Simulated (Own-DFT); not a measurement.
## Calculated data, AlN (wurtzite, atoms displaced)

A calculation, not a measurement: plane-wave PBE density functional theory by an unreviewed code, no spin, of a simulated periodic cell, stress positive in tension, free energy of the whole cell less one offset for each atom, forces on such cells passed a denser k mesh, this cell's mesh not checked; offsets are fitted by least squares, one for each functional and potential file, so energies compare only between cells with the same atoms and settings and are not formation energies; the far tail of each file's local potential was reset to the Coulomb form; each entry is a single point on an unrelaxed cell, so the pressure reflects the starting lattice, mostly measured values (interpolated for alloys), from which strain is counted, and rises with the displacements; printed positions are rounded, which can move forces by about a meV/angstrom; the program, named Own-DFT, is a retired in-house code; no spin-orbit coupling. Program: Own-DFT development build.

```xyz
128
Lattice="12.4480 0.0000 0.0000 -6.2240 10.7803 0.0000 0.0000 0.0000 9.9640" Properties=species:S:1:pos:R:3:force_x:R:1:force_y:R:1:force_z:R:1 formula=AlN functional=PBE potential_files=PseudoDojo_norm-conserving,scalar-relativistic,standard_set wave_cutoff=42 occupations=Fermi-Dirac smearing_width=0.1 hardware=one_NVIDIA_H100 k_mesh=2_x_2_x_2_centred_on_Gamma free_energy_of_cell_above_offsets=-28.018 pressure=10.72 stress_xx=-11.93 stress_yy=-9.12 stress_zz=-11.11 stress_yz=-0.03 stress_xz=-0.69 stress_xy=-0.41 wall_time=389.6
Al    -0.0129     1.7636     0.0298      1.732      0.463     -1.133
Al     1.5772     0.8672     2.4508       -1.4      0.766     -0.515
N      0.0211     1.7802     1.8723     -0.486      0.682      0.363
N      1.4651     0.9629     4.2404     -0.218      -2.76      2.571
Al    -0.1560     1.7018     4.8076      4.415      3.474      2.399
Al     1.5103     0.6595     7.5591      0.621      5.742     -0.407
N      0.0050     1.8019     6.9097      0.799     -1.207     -1.559
N      1.7008     0.8536     9.3599     -2.966      -0.06      1.315
Al    -1.5843     4.5596     9.7628      1.651      -1.15      2.157
Al    -0.1514     3.6766     2.2724      3.485     -1.634      2.757
N     -1.7178     4.4118     1.9474      2.067      2.223      -2.67
N      0.0960     3.6284     4.4159     -1.513     -1.323     -1.028
Al    -1.4666     4.3876     5.0070     -0.625      1.657     -3.114
Al    -0.0763     3.7406     7.2209      4.227     -5.499      3.727
N     -1.5005     4.4139     6.7419     -4.467      3.849      3.384
N      0.0267     3.5210     9.2550      -1.01      1.417      1.199
Al    -3.0823     7.2022     0.1953     -0.765      1.285      -3.61
Al    -1.5962     6.1342     2.6112      1.006      1.519     -1.965
N     -3.0940     7.0325     1.9553      0.383      2.192      0.918
N     -1.5576     6.3279     4.3750      0.501     -0.423      2.021
Al    -3.0831     7.2698     4.9231     -0.281     -3.457      0.701
Al    -1.4600     6.2022     7.5401     -1.091      1.574     -2.346
N     -3.1296     7.0999     7.0604      5.437      3.093      -3.77
N     -1.5223     6.4102     9.3550     -0.249     -1.128      0.614
Al    -4.5599     9.8875     0.1225     -3.538      0.044     -2.348
Al    -3.1634     9.0862     2.4500      0.557      -2.23     -0.302
N     -4.6347     9.9284     1.8768     -1.239     -0.915      2.571
N     -3.1443     8.9292     4.2764      0.626      1.895      1.605
Al    -4.6015     9.7489     5.0782     -0.568      2.301      -1.95
Al    -3.1383     8.9925     7.2977      5.461     -4.828       5.45
N     -4.4248     9.8572     6.9254      -8.21      0.704     -4.009
N     -3.1665     9.1881     9.3153      4.119     -2.915     -0.388
Al     3.1475     1.7006     9.8911     -0.535      3.787      0.319
Al     4.5553     0.8850     2.4299      3.197      1.583      0.965
N      3.0725     1.8371     2.1373      0.329     -2.022     -3.677
N      4.7872     0.8269     4.2981     -1.426      1.765       1.72
Al     2.9961     1.8080     4.8080      0.965      0.029      1.875
Al     4.6961     0.9643     7.1767     -2.571      1.049      1.776
N      2.9813     1.8974     6.9317      1.493     -1.304      -1.58
N      4.6909     0.9969     9.4168       2.29     -1.522     -2.062
Al     1.4822     4.4367     0.1800      1.365       -0.2     -2.389
Al     3.1695     3.5028     2.5242     -0.803      4.905     -1.751
N      1.5949     4.5651     2.0074     -1.339     -2.155     -0.588
N      3.1520     3.5781     4.2792     -0.319      0.757      2.856
Al     1.5501     4.5548     5.0261      0.958     -0.246     -2.305
Al     2.9485     3.8079     7.4416      3.124     -2.672      1.513
N      1.4706     4.4752     6.8397     -0.288       3.46     -0.723
N      3.1255     3.7873     9.3268     -1.742     -3.215      0.835
Al     0.0329     7.3546     9.7987      1.291     -8.741      4.236
Al     1.6366     6.3494     2.4287      1.329     -1.282      1.364
N      0.2341     7.2219     1.8979     -4.864      1.002     -1.455
N      1.5606     6.3372     4.3975      1.442      0.308      0.152
Al     0.0000     7.2089     4.8867      0.463      0.557     -0.298
Al     1.5099     6.4454     7.3790      2.287     -3.075       1.39
N      0.0306     7.2533     6.8302     -1.978      1.336      0.597
N      1.6163     6.1214     9.4339     -2.584      3.155     -2.513
Al    -1.4401    10.0222     9.9293     -3.375     -1.352      0.569
Al    -0.0320     8.9869     2.5402     -0.178      -0.21     -7.288
N     -1.7114     9.9901     1.8441      2.515     -1.922     -0.576
N      0.0209     9.0429     4.1492     -0.847      -0.47      8.976
Al    -1.5692     9.9320     5.0149      1.196     -0.914     -8.147
Al    -0.0022     9.0937     7.5472      0.258     -1.245     -2.254
N     -1.7065     9.8645     6.6279      3.169      0.805      7.593
N      0.0335     8.9410     9.4809     -1.798      6.239     -3.868
Al     6.3088     1.6810     0.0194     -1.666      4.532      0.603
Al     7.9280     1.0108     2.5046     -7.376     -3.603      0.939
N      6.3219     2.0102     1.8351     -0.942     -3.954      0.711
N      7.8007     0.8081     4.3108     -0.052      2.807      1.861
Al     6.2028     1.9446     5.0573      1.032      -3.06       -4.7
Al     7.7210     0.8150     7.4984      2.844      1.795     -0.536
N      6.3280     1.9278     6.8041      -0.77     -7.463      0.267
N      7.7482     0.8978     9.3914      1.713     -2.146     -0.994
Al     4.6544     4.3690     0.0618      1.559       1.01      -2.89
Al     6.1768     3.6607     2.4801     -0.302      0.862     -0.285
N      4.6024     4.7190     1.7643      0.657     -4.437      3.816
N      6.2954     3.5776     4.3572     -0.561       1.82      1.405
Al     4.6575     4.4341     4.9348      0.465      0.821      0.389
Al     6.3160     3.4820     7.2757     -1.956      7.673      5.229
N      4.6150     4.5757     6.8180      1.126     -1.729     -0.408
N      6.2938     3.5894     9.3741     -0.602     -0.975     -1.495
Al     3.0786     7.0921     9.8578      1.757      0.873      0.966
Al     4.7895     6.2813     2.5591     -1.612      2.038     -2.103
N      3.1886     7.1191     1.8114     -0.136      1.418      1.141
N      4.7348     6.2673     4.3383      1.193     -0.174      1.706
Al     3.3233     7.1762     4.9506     -3.303      0.888      0.913
Al     4.8163     6.2697     7.5029     -1.529      -0.34      0.768
N      3.1681     7.1145     6.9210      0.589      1.117     -0.751
N      4.6896     6.1946     9.4426     -1.188     -0.206     -2.614
Al     1.4667     9.8439     9.9445      4.584      0.884      1.206
Al     2.9467     8.9183     2.4461      4.449     -1.212      0.449
N      1.5756     9.8135     1.8721     -2.204      2.672     -0.838
N      3.1721     9.1253     4.4672     -0.506     -2.717     -1.885
Al     1.5459     9.8915     4.8176      0.107     -0.786      1.342
Al     3.1161     9.0167     7.4123      0.696     -3.725      1.969
N      1.7413     9.8612     6.8458     -5.873      1.725     -0.793
N      3.2562     9.0078     9.2764     -4.252     -1.265      0.548
Al     9.4091     1.6936     0.0107     -1.535       1.01      0.424
Al    10.9415     0.8063     2.4790     -0.199     -0.657     -3.268
N      9.2961     1.7231     2.0394      6.187      2.682     -4.108
N     10.8639     0.9613     4.2215     -0.835     -2.915      2.429
Al     9.3952     1.7144     4.9777     -1.982      2.546      0.814
Al    11.0402     0.8878     7.5084     -2.575     -0.331      0.829
N      9.4298     1.8938     6.9838      -0.88     -2.653     -0.994
N     10.9293     0.9244     9.4804     -0.123     -1.749     -1.418
Al     7.7957     4.5728     9.8083     -0.828     -0.907      1.554
Al     9.2889     3.5514     2.3220     -2.978     -0.009      3.013
N      7.6624     4.5241     1.9380      2.195     -0.615     -2.051
N      9.4189     3.6872     4.4905     -1.882     -2.275      -1.13
Al     7.8406     4.5603     5.2646      0.984     -0.623     -5.869
Al     9.3443     3.6607     7.5530      1.123     -1.797     -1.277
N      7.8550     4.4968     6.9809     -0.869      1.093      2.206
N      9.4003     3.5022     9.3984      -0.91      1.615      0.347
Al     6.0719     7.0493     0.0547      2.824      3.598      0.419
Al     7.7659     6.2328     2.4469     -0.898      1.133      1.245
N      6.1565     7.3390     1.8868      2.179     -2.246      1.286
N      7.8312     6.2269     4.4092     -0.414      1.617      0.312
Al     6.2963     7.2350     5.0330      0.215     -6.846     -0.328
Al     7.8529     6.4793     7.4749     -1.442     -4.803      3.431
N      6.3998     7.0692     6.8267     -3.508      2.474      0.067
N      7.7737     6.4093     9.3918      0.479     -0.594       0.22
Al     4.6589     9.8370     9.9521       1.23      0.851      1.208
Al     6.2108     8.9324     2.8119      0.336      0.714     -8.462
N      4.8186     9.7124     1.8618     -2.418      2.307      1.987
N      6.2557     8.7853     4.4582      0.229      6.379      3.901
Al     4.6965     9.9271     4.9626     -0.111     -0.302      0.824
Al     6.2634     8.8783     7.3738       -0.3      0.752      3.095
N      4.6205     9.6546     6.9082      4.451      3.973     -2.533
N      6.1707     9.1068     9.3855      2.827     -2.104     -2.017
```

Units: wave_cutoff in hartree; smearing_width, free_energy_of_cell_above_offsets in eV; pressure, stress_xx, stress_yy, stress_zz, stress_yz, stress_xz, stress_xy in GPa; wall_time in s; force_x, force_y, force_z in eV/Å.
